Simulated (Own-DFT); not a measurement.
# Strain and stress in grey tin, 64 atoms (Sn64)

These are calculations, not measurements. The program, named Own-DFT, is a retired in-house plane-wave density functional code that no person has reviewed. Each row is one single-point run on a periodic cell that was not relaxed, without spin or spin-orbit coupling.

Settings of every run: PBE; PseudoDojo norm-conserving scalar-relativistic files; cutoff 42 hartree; 3 x 3 x 3 k mesh centred on Gamma; cold (Marzari-Vanderbilt) smearing of 0.2 eV.

Known limits: forces on such cells moved up to 12 meV/angstrom on a denser k mesh; stress not checked against mesh or cutoff.

Unstrained cell vectors in Å: (12.978, 0.000, 0.000); (0.000, 12.978, 0.000); (0.000, 0.000, 12.978). The unstrained cell has measured lattice constants (interpolated for alloys), not those of this functional. That, the random moves and any unrelaxed bonds set the pressure at no strain. Each run strains this cell uniformly, with the atoms carried along. Every atom was also moved at random, by a Gaussian of width 0.05 Å on each axis. Strain is the symmetric tensor, in per cent. Stress is positive in tension, and the pressure is minus a third of its trace.

```
run,e_xx (%),e_yy (%),e_zz (%),e_yz (%),e_xz (%),e_xy (%),s_xx (GPa),s_yy (GPa),s_zz (GPa),s_yz (GPa),s_xz (GPa),s_xy (GPa),P (GPa),E (meV/atom)
1,0.56,-0.33,-0.33,1.65,-1.65,-0.59,-3.68,-3.90,-3.85,1.91,-1.60,-0.47,3.81,14.8
2,1.55,-0.96,0.77,0.90,-1.31,0.66,-2.82,-3.45,-3.06,1.26,-1.61,1.05,3.11,9.9
3,0.09,-0.63,-0.93,-1.70,-1.22,-1.21,-4.43,-4.62,-4.66,-2.06,-1.82,-1.03,4.57,28.6
4,1.98,-1.41,-0.44,0.70,1.02,1.17,-3.01,-4.09,-3.87,0.18,0.82,1.38,3.66,13.6
5,0.14,1.31,-0.64,1.82,1.15,-1.80,-3.50,-3.09,-3.72,1.75,2.12,-2.16,3.43,16.2
6,1.23,1.50,-1.86,-0.21,-0.33,0.03,-2.93,-2.87,-3.75,-0.35,0.00,-0.15,3.18,0.0
7,-0.62,-0.52,-1.75,1.67,1.16,-0.20,-5.39,-5.35,-5.62,2.13,1.63,-1.17,5.45,50.9
8,-1.06,0.41,-1.00,-1.61,-1.87,-0.87,-4.97,-4.47,-4.93,-2.18,-2.64,-1.21,4.79,39.3
9,0.76,0.56,-1.96,1.10,-1.03,-1.74,-3.91,-4.01,-4.59,1.12,-1.21,-2.13,4.17,27.9
10,-0.85,-0.05,0.84,-1.52,-1.81,-0.44,-4.14,-3.88,-3.53,-2.01,-1.97,-0.44,3.85,20.0
11,-1.20,1.41,0.66,-0.12,-0.55,1.18,-3.81,-2.96,-3.22,0.11,-0.58,1.52,3.33,11.3
12,1.82,1.62,-1.87,-0.49,1.02,-0.47,-2.58,-2.53,-3.57,-0.30,0.54,-0.42,2.89,1.5
13,0.63,-1.49,0.10,-1.70,1.73,1.04,-4.15,-4.65,-4.32,-2.22,2.45,1.65,4.37,39.6
14,-0.61,-0.21,0.13,-0.59,-1.67,0.42,-4.14,-4.03,-3.98,-0.29,-1.53,0.54,4.05,16.1
15,0.44,0.72,-1.81,-1.67,-0.75,0.72,-4.01,-3.84,-4.55,-1.64,-0.75,0.82,4.13,25.8
16,-1.30,-1.97,0.75,1.80,0.09,-0.62,?,?,?,?,?,?,?,?
```

E is the free energy for each atom above the lowest run shown.

## Worked fit

Each stress component was fitted by least squares to a constant and the strains of the runs shown, as fractions, with shears doubled. Shear strains stay in the fit of a normal stress only where such slopes are resolved. The slopes, in GPa:

```
stress,at no strain,per e_xx,per e_yy,per e_zz,scatter
s_xx,-3.8,78 ± 3,46 ± 3,45 ± 3,0.11
s_yy,-3.8,48 ± 2,77 ± 2,47 ± 2,0.07
s_zz,-3.8,46 ± 3,48 ± 3,72 ± 3,0.10
```

Each shear stress against twice its own strain: yz 60 ± 4, xz 62 ± 5, xy 53 ± 4 GPa. These are stiffnesses along x, y and z of the frame in which the cell vectors are given, which need not be the crystal's axes. The atoms are held to the strained lattice; where symmetry lets them move under strain, relaxing them would lower some slopes. The table should be nearly symmetric about its diagonal, and what it lacks of that shows the noise. A ninth of its sum, 56 ± 2 GPa, estimates the bulk modulus near the mean pressure of these runs, 3.9 GPa, so it lies above the value at zero pressure.

## Withheld run

Question: what normal stresses and pressure should run 16 give?

The fit gives s_xx = -5.4, s_yy = -5.6, s_zz = -4.8 and P = 5.3 GPa. The calculation gave -5.29, -5.39, -4.66 and P = 5.11 GPa.
